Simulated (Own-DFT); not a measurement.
# Computed records: GaP (zincblende, atoms displaced)

Computed with Own-DFT development build. A calculation, not a measurement: plane-wave PBE density functional theory by an unreviewed code, no spin, of a simulated periodic cell, stress positive in tension, free energy of the whole cell less one offset for each atom, forces on such cells passed a denser k mesh, this cell's mesh not checked; offsets are fitted by least squares, one for each functional and potential file, so energies compare only between cells with the same atoms and settings and are not formation energies; the far tail of each file's local potential was reset to the Coulomb form; each entry is a single point on an unrelaxed cell, so the pressure reflects the starting lattice, mostly measured values (interpolated for alloys), from which strain is counted, and rises with the displacements; printed positions are rounded, which can move forces by about a meV/angstrom; the program, named Own-DFT, is a retired in-house code; no spin-orbit coupling.

Settings shared by all entries: functional PBE; potential files PseudoDojo norm-conserving, scalar-relativistic, standard set; wave cutoff 42 hartree; occupations Fermi-Dirac; smearing width 0.1 eV; k mesh 2 x 3 x 3 centred on Gamma.

(1) GaP (zincblende, atoms displaced)

```
GaP
1.0
     16.3515     0.0000     0.0000
      0.0000    10.9010     0.0000
      0.0000     0.0000    10.9010
Ga P Ga P Ga P Ga P Ga P Ga P Ga P Ga P Ga P Ga P Ga P Ga P
4 4 4 4 4 4 4 4 4 4 4 4 4 4 4 4 4 4 4 4 4 4 4 4
Direct
  0.99865 0.99764 0.99327
  0.00135 0.25533 0.25509
  0.16416 0.00043 0.24805
  0.16564 0.24319 0.99783
  0.08550 0.12621 0.12533
  0.08053 0.38212 0.38537
  0.25085 0.11644 0.37186
  0.25151 0.37945 0.13236
  0.99806 0.99828 0.49874
  0.99505 0.24871 0.75527
  0.16745 0.00895 0.75262
  0.16740 0.24994 0.49781
  0.08424 0.12764 0.62291
  0.08357 0.37198 0.87239
  0.25036 0.11698 0.87586
  0.25403 0.38015 0.62817
  0.00448 0.49647 0.00198
  0.00146 0.74997 0.25420
  0.16542 0.49633 0.25487
  0.16589 0.74647 0.99788
  0.07886 0.62525 0.13068
  0.08397 0.86776 0.37219
  0.24401 0.62694 0.37563
  0.24889 0.87679 0.12350
  0.00122 0.50388 0.50350
  0.00485 0.75642 0.75234
  0.16628 0.49901 0.76096
  0.16846 0.75256 0.49745
  0.08128 0.61905 0.63156
  0.07995 0.86870 0.87405
  0.25094 0.62015 0.87575
  0.24619 0.87286 0.62555
  0.32894 0.99197 0.00587
  0.33695 0.24866 0.25070
  0.50296 0.99820 0.24652
  0.49941 0.25148 0.99204
  0.41129 0.12474 0.11850
  0.41557 0.37122 0.37394
  0.58254 0.12201 0.37609
  0.57860 0.37534 0.11837
  0.33262 0.99577 0.50234
  0.33313 0.24532 0.74384
  0.50191 0.00520 0.74919
  0.49421 0.25755 0.49925
  0.41374 0.12094 0.63095
  0.41728 0.37360 0.88395
  0.58297 0.12998 0.87526
  0.58445 0.38122 0.62604
  0.33211 0.49733 0.00031
  0.33338 0.75174 0.25016
  0.49611 0.49095 0.25541
  0.50052 0.74982 0.00787
  0.41380 0.62565 0.13387
  0.41778 0.87415 0.37773
  0.58340 0.62628 0.36964
  0.58655 0.87464 0.12430
  0.33073 0.50492 0.50513
  0.32993 0.75894 0.75064
  0.49917 0.49348 0.73909
  0.50014 0.75367 0.48873
  0.41336 0.62340 0.62638
  0.41739 0.87841 0.87089
  0.58411 0.62850 0.87363
  0.58101 0.87326 0.63107
  0.66502 0.00390 0.99839
  0.66980 0.25595 0.25585
  0.83760 0.00407 0.24643
  0.83151 0.25726 0.00251
  0.74659 0.12219 0.12790
  0.75227 0.38081 0.37155
  0.91607 0.12232 0.37187
  0.91955 0.37360 0.13026
  0.66317 0.00377 0.50505
  0.67479 0.24747 0.74995
  0.83448 0.99333 0.75440
  0.83502 0.24631 0.49899
  0.74811 0.12367 0.63156
  0.75501 0.37840 0.88199
  0.91614 0.11908 0.87752
  0.92196 0.37992 0.63565
  0.66845 0.50801 0.99944
  0.66271 0.74903 0.24422
  0.83276 0.49883 0.25708
  0.83697 0.74199 0.99765
  0.75263 0.61930 0.12399
  0.74792 0.87922 0.38021
  0.91429 0.62496 0.36920
  0.91691 0.87384 0.13234
  0.66505 0.50022 0.50105
  0.66681 0.75705 0.74796
  0.83660 0.50324 0.75440
  0.83131 0.74271 0.50849
  0.74795 0.62999 0.63717
  0.75284 0.87618 0.86772
  0.91589 0.63174 0.86856
  0.91712 0.88661 0.61274
```

| Property | Result |
| --- | --- |
| free energy of cell above offsets | -50.076 eV |
| pressure | 3.27 GPa |
| stress xx | -3.31 GPa |
| stress yy | -3.29 GPa |
| stress zz | -3.2 GPa |
| stress yz | -0.18 GPa |
| stress xz | -0.12 GPa |
| stress xy | 0.1 GPa |

Force:
```tsv
element	x (eV/Å)	y (eV/Å)	z (eV/Å)
Ga	0.298	-0.259	1.252
Ga	0.254	-0.506	0.036
Ga	0.13	-0.381	0.055
Ga	0.641	0.75	0.205
P	-1.006	-0.154	0.018
P	0.661	-0.945	-0.775
P	0.005	0.828	0.31
P	-0.426	-0.918	-0.586
Ga	1.367	0.81	-0.919
Ga	0.791	-0.519	-0.189
Ga	-0.832	-1.098	-0.49
Ga	0.499	0.179	0.199
P	-0.563	-0.069	0.205
P	-0.088	-0.416	0.717
P	0.44	1.022	0.272
P	-1.099	-0.726	-0.006
Ga	-0.749	0.381	-0.293
Ga	-0.669	-0.101	-0.307
Ga	-0.397	0.393	-0.23
Ga	-0.074	-0.169	0.459
P	1.02	-0.263	-0.478
P	-0.017	1.138	0.547
P	1.155	-0.219	-0.182
P	-0.722	-1.009	0.637
Ga	-0.958	0.349	0.092
Ga	-1.463	-0.633	-1.567
Ga	0.128	-0.124	-1.069
Ga	-0.859	-0.608	0.771
P	0.87	1.043	-0.236
P	1.562	1.412	0.613
P	0.099	0.834	0.157
P	0.034	0.702	0.092
Ga	0.925	0.454	-1.056
Ga	-0.764	-0.356	-0.184
Ga	-0.675	0.376	-0.039
Ga	-0.032	-0.616	1.092
P	1.158	-0.219	0.28
P	-0.95	0.725	0.697
P	-0.235	1.059	0.121
P	0.93	0.105	0.73
Ga	-0.031	0.011	0.063
Ga	-0.193	0.596	1.284
Ga	-0.062	-0.281	0.343
Ga	0.969	-1.156	0.637
P	0.633	0.261	-1.166
P	-0.596	0.33	-1.864
P	0.441	-0.18	-0.471
P	0.429	-1.636	-0.382
Ga	0.289	0.401	0.594
Ga	-0.564	0.082	0.413
Ga	0.656	0.787	-0.755
Ga	-0.36	-0.184	-0.669
P	0.412	-0.444	-0.76
P	-0.513	0.716	-0.858
P	-0.203	-0.631	0.29
P	-0.518	0.353	-0.493
Ga	0.123	-0.034	-0.933
Ga	0.43	-0.884	0.099
Ga	-0.531	0.988	1.618
Ga	0.276	-0.86	1.462
P	0.584	0.944	-0.229
P	-0.008	-0.216	0.915
P	-0.391	-0.174	-0.191
P	-0.211	0.339	-1.071
Ga	0.42	-0.357	-0.32
Ga	-1.022	-0.463	-0.74
Ga	-1.23	-0.596	0.329
Ga	0.588	-1.226	0.731
P	0.577	0.694	-0.196
P	-0.434	-0.716	1.537
P	0.63	0.685	0.291
P	-0.466	0.394	-0.397
Ga	0.119	-0.523	0.037
Ga	-0.987	1.139	0.781
Ga	0.458	0.826	-1.004
Ga	-0.081	0.513	0.629
P	1.092	-0.384	-0.948
P	-0.861	0.302	-0.918
P	-0.606	0.871	0.009
P	-1.116	-0.32	-1.299
Ga	-0.657	-0.672	-0.148
Ga	1.422	0.03	0.584
Ga	0.583	0.203	-1.329
Ga	-0.571	0.987	0.559
P	-0.067	0.779	0.47
P	0.238	-0.509	-0.436
P	0.397	0.178	1.399
P	0.226	-0.195	-1.104
Ga	0.519	0.794	-0.168
Ga	-0.403	-0.207	0.796
Ga	-0.523	-0.18	-0.191
Ga	0.072	0.787	-0.846
P	0.208	-1.206	-0.941
P	-0.669	-0.486	1.674
P	1.302	-0.617	0.561
P	-0.604	-1.902	1.773
```

(2) GaP (zincblende, atoms displaced)

```
GaP
1.0
     16.3515     0.0000     0.0000
      0.0000    10.9010     0.0000
      0.0000     0.0000    10.9010
Ga P Ga P Ga P Ga P Ga P Ga P Ga P Ga P Ga P Ga P Ga P Ga P
4 4 4 4 4 4 4 4 4 4 4 4 4 4 4 4 4 4 4 4 4 4 4 4
Direct
  0.99743 0.99743 0.00153
  0.99681 0.25265 0.24838
  0.16623 0.99784 0.25247
  0.16265 0.25711 0.99906
  0.08123 0.13513 0.13084
  0.07761 0.37752 0.37309
  0.25483 0.12824 0.38265
  0.24738 0.37246 0.12413
  0.00468 0.99317 0.50128
  0.00009 0.24406 0.74838
  0.16589 0.00492 0.75466
  0.17097 0.26079 0.50073
  0.07915 0.12891 0.62513
  0.08223 0.37643 0.87301
  0.24734 0.12182 0.87450
  0.24783 0.37409 0.62142
  0.99697 0.49506 0.99983
  0.00118 0.75358 0.26047
  0.16693 0.50386 0.25106
  0.16900 0.74785 0.99756
  0.07971 0.62713 0.13435
  0.08337 0.86809 0.37652
  0.25594 0.62720 0.37613
  0.25263 0.87833 0.11300
  0.00346 0.49788 0.50358
  0.00174 0.75792 0.75163
  0.16818 0.50172 0.74860
  0.16565 0.75019 0.50386
  0.07996 0.62840 0.62571
  0.08556 0.87565 0.87534
  0.25505 0.62364 0.87091
  0.24930 0.87644 0.62850
  0.33654 0.99222 0.00374
  0.33249 0.24374 0.25344
  0.49775 0.99643 0.24636
  0.49603 0.25489 0.99750
  0.41802 0.12990 0.12658
  0.41487 0.38147 0.37131
  0.58270 0.12607 0.37502
  0.58589 0.37369 0.12159
  0.33172 0.99599 0.50590
  0.33642 0.24501 0.75173
  0.49823 0.00155 0.75282
  0.49748 0.24671 0.50004
  0.41042 0.12403 0.62074
  0.42003 0.36919 0.87369
  0.58250 0.11586 0.87366
  0.58409 0.36257 0.62709
  0.33057 0.49890 0.00395
  0.33372 0.74198 0.25000
  0.49199 0.49759 0.24238
  0.50096 0.74973 0.00759
  0.41000 0.63015 0.12816
  0.41480 0.87824 0.38036
  0.58957 0.62314 0.38518
  0.58182 0.87949 0.12027
  0.33227 0.50254 0.50150
  0.32971 0.75208 0.74954
  0.50085 0.50260 0.75272
  0.49739 0.75506 0.49539
  0.41844 0.62528 0.62227
  0.41579 0.87389 0.88059
  0.57816 0.62077 0.87707
  0.58500 0.87384 0.61326
  0.67090 0.99238 0.00691
  0.66862 0.24413 0.25404
  0.83657 0.99471 0.24869
  0.83685 0.24487 0.00363
  0.75172 0.12165 0.12209
  0.75150 0.38312 0.37875
  0.91803 0.12365 0.37808
  0.91530 0.37554 0.12204
  0.66719 0.99880 0.50438
  0.67051 0.24951 0.75071
  0.83625 0.00004 0.75007
  0.83150 0.24770 0.50211
  0.74779 0.12125 0.62802
  0.75242 0.38014 0.87815
  0.91519 0.12267 0.87185
  0.91512 0.37309 0.61737
  0.66727 0.49037 0.00105
  0.66702 0.74744 0.24201
  0.83794 0.49853 0.24713
  0.82882 0.75466 0.99544
  0.75287 0.62820 0.12899
  0.74892 0.87384 0.37792
  0.91958 0.62597 0.37407
  0.92204 0.87061 0.12631
  0.67308 0.50469 0.49404
  0.67017 0.75201 0.74338
  0.83477 0.50376 0.74999
  0.83550 0.74819 0.49958
  0.74800 0.62485 0.62713
  0.75248 0.87528 0.88068
  0.91793 0.62670 0.87666
  0.91390 0.88682 0.62582
```

| Item | Value |
| --- | --- |
| free energy of cell above offsets | -50.061 eV |
| pressure | 3.25 GPa |
| stress xx | -3.25 GPa |
| stress yy | -3.22 GPa |
| stress zz | -3.28 GPa |
| stress yz | -0.28 GPa |
| stress xz | 0.4 GPa |
| stress xy | -0.15 GPa |

Force:
```tsv
element	x (eV/Å)	y (eV/Å)	z (eV/Å)
Ga	0.713	0.567	0.002
Ga	-0.343	-0.056	0.567
Ga	0.374	0.53	-0.253
Ga	0.328	-0.777	-0.103
P	0.325	-1.189	-0.677
P	1.314	-0.16	0.01
P	-1.201	-0.786	-0.261
P	0.259	0.15	0.544
Ga	-0.455	0.855	-0.143
Ga	-0.649	1.009	0.189
Ga	-0.438	-0.15	-0.786
Ga	-1.57	-1.138	-0.842
P	1.507	-0.526	-0.591
P	-0.215	0.125	-0.342
P	0.783	0.705	0.892
P	1.209	0.793	1.26
Ga	0.605	0.801	0.013
Ga	-0.44	-0.537	-0.928
Ga	-0.012	-0.221	0.226
Ga	-0.418	-0.38	0.176
P	0.506	-0.109	-1.131
P	0.856	0.976	0.322
P	-1.598	-0.161	0.338
P	-0.957	-1.011	2.122
Ga	-0.702	0.344	-0.224
Ga	-0.701	-0.142	-0.121
Ga	-0.302	0.075	-0.049
Ga	0.575	-0.348	-0.128
P	0.563	-0.163	0.316
P	-0.11	0.167	0.341
P	-0.901	-0.276	0.464
P	-0.699	0.01	-0.054
Ga	0.238	1.842	-0.64
Ga	0.218	0.868	-0.349
Ga	0.19	0.588	0.585
Ga	1.488	-1.082	0.375
P	-0.357	-0.581	-0.248
P	-0.213	-1.02	0.625
P	-0.082	-0.685	0.049
P	-0.794	-0.477	0.819
Ga	-0.196	0.091	-0.318
Ga	-0.937	0.284	0.071
Ga	-0.049	-0.564	-0.828
Ga	-0.043	0.414	-0.273
P	1.154	-0.186	0.508
P	-1.244	1.318	-0.281
P	0.691	0.939	0.779
P	0.014	1.487	-0.379
Ga	0.449	-0.455	-0.454
Ga	-0.577	2.111	0.415
Ga	1.622	0.463	0.375
Ga	-0.426	-0.292	-0.72
P	1.337	-0.857	-1.082
P	-0.219	-0.269	-1.178
P	-1.757	0.667	-1.935
P	0.225	-0.805	0.951
Ga	0.389	-0.287	0.114
Ga	1.173	-0.027	-0.144
Ga	-0.089	-0.853	-0.885
Ga	0.693	-0.87	0.155
P	-0.317	0.259	0.472
P	0.435	-0.467	-0.84
P	1.402	0.808	0.35
P	-0.777	0.043	1.686
Ga	-0.592	0.896	-0.922
Ga	0.054	0.706	-0.217
Ga	-0.132	0.15	0.381
Ga	-0.602	0.343	-0.662
P	0.13	0.1	0.783
P	0.602	-1.337	-1.043
P	-0.099	-0.114	-0.258
P	0.13	-0.413	0.237
Ga	0.047	0.456	-0.946
Ga	-0.443	-0.194	0.724
Ga	-1.169	0.366	0.355
Ga	-0.159	-0.24	-0.339
P	0.655	0.202	-0.01
P	0.43	-0.999	-0.389
P	0.502	0.218	0.606
P	0.24	0.206	1.187
Ga	0.046	1.476	-0.021
Ga	-0.465	0.387	1.13
Ga	-0.48	0.491	0.462
Ga	1.386	-1.061	1.053
P	-0.123	-0.75	-0.922
P	0.236	0.002	-0.606
P	-0.208	-0.457	0.564
P	-0.874	-0.084	-0.103
Ga	-0.904	-0.806	1.511
Ga	-1.043	0.168	0.883
Ga	0.179	-0.248	-0.169
Ga	-0.294	0.203	0.174
P	1.074	-0.066	-0.216
P	-0.674	0.432	-1.526
P	-0.094	0.324	-0.195
P	0.797	-1.737	-0.43
```
